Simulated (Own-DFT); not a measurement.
Simulation results for AlGa3N4 (wurtzite random alloy, strained, atoms displaced)

A calculation, not a measurement: plane-wave density functional theory by an unreviewed code, no spin, of a simulated periodic cell, stress positive in tension, run twice, with PBE and with PBEsol, both on files made for PBE, so the change isn't that of files made for PBEsol, forces on such cells passed a denser k mesh, this cell's mesh not checked; the far tail of each file's local potential was reset to the Coulomb form; each entry is a single point on an unrelaxed cell, so the pressure reflects the starting lattice, mostly measured values (interpolated for alloys), from which strain is counted, and rises with the displacements; printed positions are rounded, which can move forces by about a meV/angstrom; the program, named Own-DFT, is a retired in-house code; no spin-orbit coupling; stress was not checked against mesh or cutoff. Program: Own-DFT development build.

```xyz
72
Lattice="9.5568 0.0000 0.0000 -4.7784 8.2764 0.0000 0.0000 0.0000 10.2685" Properties=species:S:1:pos:R:3:PBE_force_x:R:1:PBE_force_y:R:1:PBE_force_z:R:1:PBEsol_force_x:R:1:PBEsol_force_y:R:1:PBEsol_force_z:R:1 formula=AlGa3N4 functional=PBE,then_PBEsol potential_files=PseudoDojo_norm-conserving,scalar-relativistic,standard_set wave_cutoff=42 occupations=Fermi-Dirac smearing_width=0.1 k_mesh=4_x_4_x_3_centred_on_Gamma PBE_pressure=5.55 PBE_stress_xx=-3.69 PBE_stress_yy=-5.85 PBE_stress_zz=-7.12 PBE_stress_yz=0.44 PBE_stress_xz=-0.33 PBE_stress_xy=-1.61 PBEsol_pressure=0.73 PBEsol_stress_xx=1.08 PBEsol_stress_yy=-0.98 PBEsol_stress_zz=-2.29 PBEsol_stress_yz=0.41 PBEsol_stress_xz=-0.3 PBEsol_stress_xy=-1.52 rms_change_of_force_components_from_PBE_to_PBEsol=0.07
Ga    -0.0307     1.9750    10.1980      0.414     -4.179      1.841      0.431     -4.083      1.805
Ga     1.6125     0.8853     2.5600     -0.737     -0.178     -0.658     -0.713     -0.182     -0.657
N     -0.0151     1.7926     1.9524     -0.612        0.1      0.277     -0.467      0.178      0.237
N      1.5526     0.8174     4.5296     -0.208      2.534     -0.267     -0.059      2.384     -0.318
Al     0.0712     1.8414     5.0665     -1.442      0.294      1.137     -1.448      0.302      1.137
Al     1.6270     0.9096     7.6749      -0.45      0.661      1.359      -0.45      0.645      1.357
N     -0.0035     1.8574     7.1530      0.681     -1.692     -1.944      0.551     -1.586      -1.83
N      1.5588     0.9339     9.7084      1.011     -0.142     -1.446      0.981     -0.142     -1.315
Ga    -1.6725     4.6132    10.2579      2.223      0.933     -0.164      2.154      0.901     -0.133
Ga     0.0663     3.6400     2.6288     -1.827     -0.648     -1.062     -1.781     -0.621     -1.055
N     -1.5918     4.5501     1.8641      0.452      1.054      2.392      0.434      0.921      2.285
N     -0.0063     3.7036     4.5473      0.255     -1.621     -0.403      0.255     -1.427      -0.46
Ga    -1.5886     4.5974     5.0746     -0.947      0.008       1.37     -0.918      0.025       1.35
Ga     0.0099     3.6629     7.7615     -1.203      0.402     -0.344     -1.171      0.395     -0.344
N     -1.6235     4.6019     7.1123       0.56      0.319     -0.497      0.545      0.308     -0.485
N      0.1565     3.6342     9.6925     -2.986      2.383     -1.816     -2.913      2.308     -1.787
Ga    -3.2572     7.3109    10.2418      2.208      1.517      1.129      2.149      1.487      1.111
Al    -1.4550     6.4243     2.5738     -1.939     -0.255     -0.954     -1.918     -0.247      -0.97
N     -3.2088     7.3205     1.9977      1.258     -0.521      0.087      1.278     -0.359     -0.004
N     -1.5797     6.4191     4.4598      0.325      0.555     -0.002      0.307       0.53      0.169
Ga    -3.2131     7.3758     5.1276      0.749     -2.212       0.47      0.747     -2.168      0.461
Ga    -1.5837     6.5153     7.6343      0.978     -2.041      1.432      0.943         -2      1.395
N     -3.1312     7.3535     7.1305     -1.485      1.779     -1.184     -1.454      1.585      -1.21
N     -1.5425     6.4736     9.6506     -0.912     -0.155     -0.625     -0.898     -0.149      -0.61
Ga     3.2879     1.8472     0.0431     -1.919     -0.248     -0.664      -1.88     -0.245     -0.627
Ga     4.8137     0.9236     2.5354     -0.278      0.047     -0.111     -0.281      0.036      -0.11
N      3.1451     1.8901     1.9666      1.012     -0.622     -0.082      0.993     -0.804     -0.148
N      4.6895     0.8452     4.4444      1.797      1.889        0.4      1.673      1.793      0.362
Ga     3.1634     1.8078     5.0731      0.149      0.634      1.093      0.165      0.608      1.056
Ga     4.7853     0.9340     7.8140     -0.107     -0.045     -2.322     -0.096     -0.032     -2.269
N      3.1870     1.8718     7.1464     -0.606     -0.813     -0.505     -0.463     -0.897     -0.586
N      4.8538     0.9515     9.6548     -0.725     -0.205      0.891     -0.717       -0.2      0.861
Ga     1.5623     4.5197     0.0812      1.604       2.38     -1.082      1.547      2.323     -1.045
Al     3.2073     3.6520     2.4463     -0.168      1.306      2.027      -0.17       1.32      2.009
N      1.5458     4.5673     1.9323      1.696      -0.67      1.356      1.529     -0.591      1.285
N      3.2129     3.6343     4.4912     -0.949      0.642     -1.324     -0.929       0.62     -1.185
Ga     1.5451     4.6479     5.0904      1.446     -0.576      0.511       1.38     -0.563      0.511
Al     3.2016     3.6147     7.7741     -0.564      1.442     -1.202     -0.574      1.459     -1.205
N      1.4636     4.5530     7.0187      2.733      0.281      0.572      2.582      0.334       0.53
N      3.2154     3.7133     9.6584     -0.912     -1.191     -0.576     -0.875     -1.162     -0.382
Ga    -0.0386     7.4182     0.0452      1.076     -1.285     -2.774      1.064     -1.259     -2.688
Ga     1.4939     6.3292     2.6228      1.312      1.447     -2.328      1.293      1.426     -2.282
N      0.0519     7.3812     1.8211     -1.084     -0.441      3.879     -0.948     -0.362      3.734
N      1.6416     6.4668     4.4220     -0.087      0.646      2.841      -0.21      0.541      2.716
Ga     0.0327     7.4460     5.1949     -0.334     -1.879     -1.962     -0.354     -1.834     -1.914
Ga     1.5911     6.3825     7.6329     -0.859     -0.398      1.801     -0.846     -0.378      1.754
N     -0.0012     7.3812     7.0081      0.465       0.41      2.096      0.449      0.397      2.043
N      1.5932     6.4085     9.6978       0.14        0.3     -0.892      0.137      0.297     -0.869
Ga     6.4339     1.8121    10.2055     -0.139       1.35      0.865     -0.148      1.321      0.852
Al     7.8924     0.9592     2.5388      1.232     -0.887     -0.263      1.222     -0.896     -0.278
N      6.4018     1.8636     1.9057     -0.362     -0.605      0.194     -0.513     -0.503      0.133
N      7.9371     0.9701     4.4203       0.43     -0.111      1.502      0.439       -0.1      1.486
Al     6.3881     1.8350     5.1623     -0.844      0.301     -0.373     -0.856      0.273     -0.388
Ga     7.9716     0.8247     7.6977      -0.47      1.898     -0.174      -0.46      1.858      -0.14
N      6.3004     1.8907     7.0535      0.938     -1.491     -0.224      0.902     -1.447     -0.045
N      7.9618     0.9126     9.6270      0.804      0.022     -0.109      0.776      0.028     -0.103
Ga     4.7076     4.5845     0.0165      2.004      0.732     -0.159      1.968       0.72      -0.14
Ga     6.2908     3.6672     2.5674      1.367      0.449      0.539      1.331      0.436      0.492
N      4.7875     4.6023     1.9243     -1.447      0.874      1.097     -1.283      0.803       0.98
N      6.2926     3.6602     4.6140      1.182     -0.804     -1.409      1.149     -0.624     -1.431
Ga     4.7675     4.6470     5.1474     -0.778     -1.967      0.685     -0.737     -1.917      0.686
Ga     6.3489     3.6860     7.6942      0.164      0.575      0.301      0.166      0.565      0.291
N      4.7380     4.5764     7.0872     -0.854      0.517      0.821       -0.7      0.579      0.743
N      6.4243     3.6986     9.6876     -1.899     -1.105     -1.155     -1.845      -1.08     -1.139
Ga     3.1925     7.4119     0.0773     -0.171     -1.555     -0.352     -0.181     -1.526     -0.341
Al     4.7954     6.5240     2.6305     -0.697     -1.316     -0.329     -0.694     -1.331     -0.324
N      3.1472     7.3120     2.0071      0.647      0.973      0.649      0.514      0.903      0.534
N      4.7514     6.3858     4.6006     -0.596      2.766     -1.541     -0.466      2.622     -1.415
Al     3.1846     7.4430     5.0997     -0.111     -0.875     -0.462     -0.104     -0.865     -0.452
Ga     4.7901     6.5054     7.6474     -0.483     -1.534      1.033     -0.453     -1.518      1.011
N      3.1000     7.3457     7.0384      1.303      -0.07     -1.342      1.274     -0.062     -1.161
N      4.8408     6.4068     9.6965     -2.424     -0.084     -1.568     -2.357     -0.072     -1.528
```

Units: wave_cutoff in hartree; smearing_width in eV; PBE_pressure, PBE_stress_xx, PBE_stress_yy, PBE_stress_zz, PBE_stress_yz, PBE_stress_xz, PBE_stress_xy, PBEsol_pressure, PBEsol_stress_xx, PBEsol_stress_yy, PBEsol_stress_zz, PBEsol_stress_yz, PBEsol_stress_xz, PBEsol_stress_xy in GPa; rms_change_of_force_components_from_PBE_to_PBEsol, PBE_force_x, PBE_force_y, PBE_force_z, PBEsol_force_x, PBEsol_force_y, PBEsol_force_z in eV/Å.
